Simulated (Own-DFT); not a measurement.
# Strain and stress in wurtzite AlGaN with randomly placed atoms, 96 atoms (Al12Ga36N48)

These are calculations, not measurements. The program, named Own-DFT, is a retired in-house plane-wave density functional code that no person has reviewed. Each row is one single-point run on a periodic cell that was not relaxed, without spin or spin-orbit coupling.

Settings of every run: PBE; PseudoDojo norm-conserving scalar-relativistic files (stringent for Ga); cutoff 96 hartree; 3 x 4 x 3 k mesh centred on Gamma; Gaussian smearing of 0.01 eV.

Known limits: k mesh not checked against a denser one; stress not checked against mesh or cutoff.

Unstrained cell vectors in Å: (12.679, 0.000, 0.000); (-4.755, 8.235, 0.000); (0.000, 0.000, 10.268). The unstrained cell has measured lattice constants (interpolated for alloys), not those of this functional. That, the random moves and any unrelaxed bonds set the pressure at no strain. Each run strains this cell uniformly, with the atoms carried along. Every atom was also moved at random, by a Gaussian of width 0.05 Å on each axis. The random placing of the alloy's atoms differs from row to row. Strain is the symmetric tensor, in per cent. Stress is positive in tension, and the pressure is minus a third of its trace.

| run | e_xx (%) | e_yy (%) | e_zz (%) | s_xx (GPa) | s_yy (GPa) | s_zz (GPa) | P (GPa) | E (meV/atom) |
|---|---|---|---|---|---|---|---|---|
| 1 | -2.50 | -2.50 | 0.00 | -22.48 | -23.67 | -12.16 | 19.44 | 71.2 |
| 2 | 2.50 | 2.50 | 0.00 | 6.12 | 4.62 | -5.54 | -1.73 | 0.0 |
| 3 | 0.50 | 0.50 | 0.00 | -3.41 | -2.91 | -9.85 | 5.39 | 8.3 |
| 4 | 2.25 | 2.25 | 0.00 | 4.17 | 1.81 | -4.09 | -0.63 | 15.8 |
| 5 | -2.00 | -2.00 | 0.00 | -18.50 | -19.47 | -10.84 | 16.27 | 47.6 |
| 6 | -1.50 | -1.50 | 0.00 | -16.60 | -16.02 | -10.55 | 14.39 | 48.3 |
| 7 | -2.75 | -2.75 | 0.00 | -24.43 | -23.56 | -12.95 | 20.31 | 68.1 |
| 8 | -1.75 | -1.75 | 0.00 | -16.60 | -17.45 | -10.69 | 14.92 | 32.6 |
| 9 | 1.75 | 1.75 | 0.00 | ? | ? | ? | ? | ? |

E is the free energy for each atom above the lowest run shown.

## Worked fit

The change of volume is close to e_xx + e_yy + e_zz. A straight line through the runs shown gives P = 8.41 - 208 x (fractional change of volume) GPa, with an error of 6 on the slope and a scatter of 0.69 GPa. The strain isn't the same on all axes and the cell isn't cubic, so the slope belongs to this path and is not the bulk modulus.

## Withheld run

Question: what pressure should run 9 give? Its volume changes by 3.53 %.

The line gives 1.1 GPa. The calculation gave 0.44 GPa.
